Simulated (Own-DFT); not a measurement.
# A layer strained by its substrate: diamond-structure GeSn with randomly placed atoms, 64 atoms (Ge60Sn4)

Source: density functional calculations with Own-DFT, an unreviewed in-house program that is no longer used. Nothing was measured or relaxed, and spin and spin-orbit coupling are left out.

Common settings: PBE; PseudoDojo norm-conserving scalar-relativistic files; cutoff 49 hartree; 3 x 3 x 3 k mesh centred on Gamma; Fermi-Dirac smearing of 0.1 eV.

Known weak points: forces on such cells moved up to 12 meV/angstrom on a denser k mesh; stress not checked against mesh or cutoff.

Unstrained cell vectors in Å: (11.420, 0.000, 0.000); (0.000, 11.420, 0.000); (0.000, 0.000, 11.420). The unstrained cell has measured lattice constants (interpolated for alloys), not those of this functional. That, the random moves and any unrelaxed bonds set the pressure at no strain. Each run strains x and y alike by e, as a substrate would, and holds the height along z. Each coordinate of each atom was shifted by a normal deviate of width 0.05 Å. The random placing of the alloy's atoms differs from row to row. Stress is positive in tension.

| e (%) | u (Å) | (s_xx + s_yy)/2 (GPa) | s_zz (GPa) |
|---|---|---|---|
| -3.00 | 0.051 | -11.07 | -8.88 |
| -2.75 | 0.057 | -10.27 | -8.44 |
| -2.00 | 0.050 | -8.67 | -7.41 |
| -0.50 | 0.047 | -5.74 | -5.35 |
| -0.25 | 0.044 | -5.17 | -5.00 |
| 1.50 | 0.051 | -2.32 | -3.17 |
| 2.00 | 0.055 | ? | ? |
| 2.25 | 0.053 | -1.28 | -2.62 |
| 2.75 | 0.047 | -0.71 | -2.18 |
| 3.00 | 0.050 | -0.39 | -1.91 |

## Fit

With e as a fraction, the in-plane stress is -4.8 + 176 e - 1031 e² GPa (errors 1 and 74, scatter 0.07), and s_zz is -4.8 + 115 e - 743 e² GPa (slope ± 1, scatter 0.06). At e = 0 the first slope is C11 + C12 and the second 2 C12, both with the ions held to the strained lattice and at the cell's own pressure. The term in e² is negative: the layer stiffens under compression and softens under tension. A free layer would change its height as e changes, and the in-plane slope would drop by 2 C12²/C11 to the biaxial modulus. At fixed height, a misfit of 1 % moves the in-plane stress by about 1.8 GPa and s_zz by 1.1 GPa.

## Prediction

Asked: what are the two stresses at e = 2.00 %?

The fit gives -1.6 and -2.8 GPa. The run itself gave -1.80 and -2.90 GPa.
